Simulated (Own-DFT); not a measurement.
Simulation results for InP (zincblende, atoms displaced)

Computed with Own-DFT development build. A calculation, not a measurement: plane-wave PBE density functional theory by an unreviewed code, no spin, of a simulated periodic cell, stress positive in tension, free energy of the whole cell less one offset for each atom, some atoms lie very close together; forces on such cells moved up to 12 meV/angstrom on a denser k mesh; offsets are fitted by least squares, one for each functional and potential file, so energies compare only between cells with the same atoms and settings and are not formation energies; the far tail of each file's local potential was reset to the Coulomb form; each entry is a single point on an unrelaxed cell, so the pressure reflects the starting lattice, mostly measured values (interpolated for alloys), from which strain is counted, and rises with the displacements; printed positions are rounded, which can move forces by about a meV/angstrom; the program, named Own-DFT, is a retired in-house code; no spin-orbit coupling; before rounding, a Quantum ESPRESSO 7.3.1 run of the same cell and cutoff gave forces within 1 meV/angstrom rms on each cell, which checks the program and not the settings.

```cif
# cell vector a (Å): 11.7374 0.0000 0.0000
# cell vector b (Å): 0.0000 11.7374 0.0000
# cell vector c (Å): 0.0000 0.0000 11.7374
data_InP
_symmetry_space_group_name_H-M 'P 1'
_symmetry_Int_Tables_number 1
_cell_length_a 11.7374
_cell_length_b 11.7374
_cell_length_c 11.7374
_cell_angle_alpha 90.000
_cell_angle_beta 90.000
_cell_angle_gamma 90.000
_cell_volume 1617.02
loop_
_atom_site_label
_atom_site_type_symbol
_atom_site_fract_x
_atom_site_fract_y
_atom_site_fract_z
_atom_site_occupancy
In1 In 0.00526 0.00621 0.98525 1
In2 In 0.98867 0.24564 0.25090 1
In3 In 0.23719 0.98524 0.24554 1
In4 In 0.24731 0.23245 0.98495 1
P1 P 0.13168 0.11746 0.11346 1
P2 P 0.11802 0.36584 0.38247 1
P3 P 0.36773 0.13184 0.40031 1
P4 P 0.34637 0.38673 0.11726 1
In5 In 0.00787 0.99467 0.48998 1
In6 In 0.99528 0.25507 0.76525 1
In7 In 0.23486 0.01016 0.73929 1
In8 In 0.24588 0.23628 0.49857 1
P5 P 0.13339 0.13313 0.61911 1
P6 P 0.14183 0.37406 0.87938 1
P7 P 0.38802 0.11463 0.88129 1
P8 P 0.38952 0.36275 0.63043 1
In9 In 0.98307 0.52177 0.97371 1
In10 In 0.99821 0.74304 0.25527 1
In11 In 0.25683 0.49635 0.26464 1
In12 In 0.24485 0.75936 0.98802 1
P9 P 0.12257 0.64070 0.13708 1
P10 P 0.11627 0.87684 0.35601 1
P11 P 0.37725 0.63720 0.38675 1
P12 P 0.35187 0.89415 0.11942 1
In13 In 0.98317 0.47623 0.49539 1
In14 In 0.01600 0.74150 0.75259 1
In15 In 0.22608 0.50701 0.75967 1
In16 In 0.23480 0.74338 0.51308 1
P13 P 0.11549 0.63258 0.64042 1
P14 P 0.12972 0.89419 0.86973 1
P15 P 0.38842 0.62714 0.89044 1
P16 P 0.40038 0.86613 0.60857 1
In17 In 0.51538 0.00096 0.00578 1
In18 In 0.51344 0.25398 0.25892 1
In19 In 0.74551 0.99801 0.25772 1
In20 In 0.75495 0.24027 0.00044 1
P17 P 0.64523 0.11144 0.11436 1
P18 P 0.64194 0.39556 0.38520 1
P19 P 0.90129 0.11623 0.36830 1
P20 P 0.86512 0.37849 0.13812 1
In21 In 0.48236 0.00261 0.51991 1
In22 In 0.49593 0.25468 0.74773 1
In23 In 0.74707 0.00792 0.77073 1
In24 In 0.77609 0.25588 0.51097 1
P21 P 0.61900 0.12249 0.62395 1
P22 P 0.62154 0.38823 0.87530 1
P23 P 0.87346 0.12464 0.86770 1
P24 P 0.86660 0.33654 0.61956 1
In25 In 0.49945 0.50308 0.96883 1
In26 In 0.51050 0.74134 0.26587 1
In27 In 0.74039 0.50774 0.24238 1
In28 In 0.75508 0.73659 0.98348 1
P25 P 0.61812 0.64145 0.10741 1
P26 P 0.62769 0.89598 0.37162 1
P27 P 0.88411 0.62468 0.37903 1
P28 P 0.89620 0.87347 0.12580 1
In29 In 0.48958 0.51979 0.51114 1
In30 In 0.50089 0.79784 0.73058 1
In31 In 0.73458 0.51933 0.76934 1
In32 In 0.75380 0.74459 0.49715 1
P29 P 0.61183 0.60150 0.62061 1
P30 P 0.64076 0.88105 0.86930 1
P31 P 0.87606 0.61958 0.88221 1
P32 P 0.88016 0.87697 0.62374 1
_calc_functional 'PBE'
_calc_potential_files 'PseudoDojo norm-conserving, scalar-relativistic, standard set'
_calc_wave_cutoff 36  # hartree
_calc_occupations 'Fermi-Dirac'
_calc_smearing_width 0.1  # eV
_calc_k_mesh '3 x 3 x 3 centred on Gamma'
_calc_free_energy_of_cell_above_offsets '-9.785'  # eV
_calc_pressure 8.37  # GPa
_calc_stress_xx -8.33  # GPa
_calc_stress_yy -8.08  # GPa
_calc_stress_zz -8.68  # GPa
_calc_stress_yz 1.65  # GPa
_calc_stress_xz -0.67  # GPa
_calc_stress_xy 0.54  # GPa
```

Force:
```csv
element,x (eV/Å),y (eV/Å),z (eV/Å)
In,-0.937,-0.078,1.578
In,1.871,1.183,-1.941
In,0.689,2.963,0.961
In,1.12,0.26,1.313
P,-1.257,0.968,1.006
P,0.926,0.228,-0.654
P,2.442,-2.348,-4.103
P,2.339,-1.272,-0.725
In,0.346,-0.316,1.664
In,1.451,0.23,-0.896
In,2.52,-0.336,0.357
In,-0.311,4.004,0.919
P,-3.068,-0.78,1.127
P,-2.963,-0.172,0.535
P,-0.34,0.335,-1.512
P,-3.344,2.702,-2.083
In,7.082,-6.631,7.381
In,-0.82,0.356,-0.234
In,-1.117,0.79,0.099
In,0.383,-0.577,1.157
P,1.157,-1.902,-2.033
P,0.374,-1.406,2.909
P,-1.359,-0.489,-0.421
P,3.462,-2.056,-1.284
In,0.003,0.528,0.87
In,-3.248,4.02,2.345
In,3.481,0.334,-0.794
In,0.581,1.314,-1.277
P,1.298,-3.521,-3.421
P,-0.277,-2.138,-0.675
P,-3.879,4.184,-3.816
P,-9.201,-0.203,-3.245
In,-1.368,-1.317,0.044
In,-0.618,0.34,-0.25
In,3.137,0.689,-1.644
In,0.23,1.983,-0.054
P,-0.901,1.179,1.644
P,-1.196,-1.269,0.497
P,-3.243,-0.394,0.852
P,0.858,-0.195,-1.988
In,2.866,3.704,-3.352
In,1.724,-1.78,1.783
In,0.463,0.55,-4.01
In,-8.985,-7.97,-10.3
P,1.415,0.55,0.508
P,1.708,-3.648,-0.323
P,0.991,0.784,1.323
P,7.976,9.136,10.3
In,0.323,-1.594,4.882
In,-0.084,1.787,-1.276
In,0.043,1.21,-0.192
In,-0.394,2.86,2.221
P,-0.252,-1.319,0.907
P,-1.914,-2.385,2.349
P,-1.089,-0.737,-0.072
P,-1.849,0.332,-0.933
In,-2.444,-4.056,-2.35
In,5.312,-5.527,6.957
In,0.377,-0.764,-1.873
In,-0.665,0.495,0.519
P,4.061,4.627,3.094
P,-1.859,-2.081,1.602
P,-3.821,4.841,-6.731
P,-0.209,-0.204,0.759
```
